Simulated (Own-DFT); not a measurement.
# Response to strain: C40 NbSi2, 36 atoms (Nb12Si24)

Calculated results; nothing here was measured. The program, named Own-DFT, is a retired in-house plane-wave density functional code that no person has reviewed. Each row is one single-point run on a periodic cell that was not relaxed, without spin or spin-orbit coupling.

Settings of every run: PBEsol; PseudoDojo norm-conserving scalar-relativistic files, made for PBE; cutoff 42 hartree; 4 x 4 x 5 k mesh centred on Gamma; cold (Marzari-Vanderbilt) smearing of 0.2 eV.

Known limits: forces on such cells failed a check on a denser k mesh; stress not checked against mesh or cutoff.

Unstrained cell vectors in Å: (0.000, 8.324, 0.000); (-9.613, 0.000, 0.000); (0.000, 0.000, 6.586). The unstrained cell was taken from the Materials Project. The random moves and any unrelaxed bonds add to the pressure at no strain. Each run strains this cell uniformly, with the atoms carried along. Every atom was also moved at random, by a Gaussian of width 0.05 Å on each axis. Strain is the symmetric tensor, in per cent. Stress is positive in tension, and the pressure is minus a third of its trace.

```
run  e_xx (%)  e_yy (%)  e_zz (%)  e_yz (%)  e_xz (%)  e_xy (%)  s_xx (GPa)  s_yy (GPa)  s_zz (GPa)  s_yz (GPa)  s_xz (GPa)  s_xy (GPa)  P (GPa)  E (meV/atom)
  1      0.22     -0.80      1.91     -0.01     -0.86      1.68        2.99       -0.67        7.47       -0.27       -2.70        4.93    -3.26          10.4
  2      1.79      0.85      1.41     -1.08      1.71     -1.77        8.42        6.89        6.90       -2.58        5.15       -4.49    -7.40          18.1
  3     -1.25     -0.15     -0.33      0.28     -1.99      1.65       -4.34       -0.77       -3.17        0.53       -6.31        4.60     2.76          17.1
  4     -1.41      1.68     -1.05     -1.70     -1.45     -1.36       -4.63        5.58       -5.79       -5.39       -4.35       -4.27     1.61          25.2
  5      0.24     -0.62      0.41      1.31     -0.07      0.30        0.89       -0.75        1.12        4.65       -0.19        0.74    -0.42          19.2
  6      1.82     -1.16      0.04     -1.91     -1.37     -1.22        7.26       -2.12        0.04       -5.96       -4.72       -3.26    -1.73          17.3
  7      0.74      0.88     -1.96     -1.40      1.93     -0.30        3.01        3.44       -9.19       -4.43        6.06       -0.84     0.91          20.8
  8     -1.07     -1.17      0.76      1.65     -0.10     -0.33       -2.56       -3.82        1.86        5.39       -0.49       -0.73     1.51           0.0
  9      0.50     -1.21     -1.63     -1.48     -1.16      0.21        1.74       -4.95       -9.49       -5.52       -4.08        0.24     4.24          18.9
 10      1.97      1.44     -1.15     -1.62      1.42     -1.36        8.00        6.70       -3.21       -4.61        4.88       -3.43    -3.83          15.9
 11      0.59     -1.62      0.64     -0.67      1.01     -1.62        2.33       -3.31        1.83       -1.72        3.50       -4.85    -0.28           1.6
 12      1.23      0.57     -0.64      1.26      1.43     -0.82        5.45        3.33       -2.85        4.51        4.66       -2.16    -1.98          20.8
 13      0.06      1.97      0.60     -0.53     -0.27      1.84        2.68        7.87        3.93       -2.08       -0.15        4.79    -4.83          16.3
 14     -0.87     -0.66      1.89      0.37     -1.33      0.05       -1.02        0.51        6.19        1.11       -3.85        0.54    -1.89           4.7
 15      0.82     -1.01      0.98     -0.67     -0.63     -0.76        4.06       -1.32        3.92       -1.97       -1.38       -1.54    -2.22           6.4
 16      0.10     -0.43      0.12      0.82     -0.79     -0.83           ?           ?           ?           ?           ?           ?        ?             ?
```

E is the free energy for each atom above the lowest run shown.

## Worked fit

Each stress component was fitted by least squares to a constant and the strains of the runs shown, as fractions, with shears doubled. Shear strains stay in the fit of a normal stress only where such slopes are resolved. The slopes, in GPa:

```
stress,at no strain,per e_xx,per e_yy,per e_zz,scatter
s_xx,0.9,367 ± 11,40 ± 11,62 ± 11,0.47
s_yy,1.0,69 ± 13,364 ± 13,87 ± 13,0.54
s_zz,-0.8,69 ± 13,68 ± 13,467 ± 13,0.54
```

Each shear stress against twice its own strain: yz 167 ± 3, xz 160 ± 7, xy 137 ± 5 GPa. These are stiffnesses along x, y and z of the frame in which the cell vectors are given, which need not be the crystal's axes. The atoms are held to the strained lattice; where symmetry lets them move under strain, relaxing them would lower some slopes. The table should be nearly symmetric about its diagonal, and what it lacks of that shows the noise. A ninth of its sum, 177 ± 8 GPa, estimates the bulk modulus near the mean pressure of these runs, -1.1 GPa.

## Withheld run

Question: what normal stresses and pressure should run 16 give?

The fit gives s_xx = 1.2, s_yy = -0.4, s_zz = -0.5 and P = -0.1 GPa. The calculation gave 1.76, -0.43, 0.39 and P = -0.57 GPa.
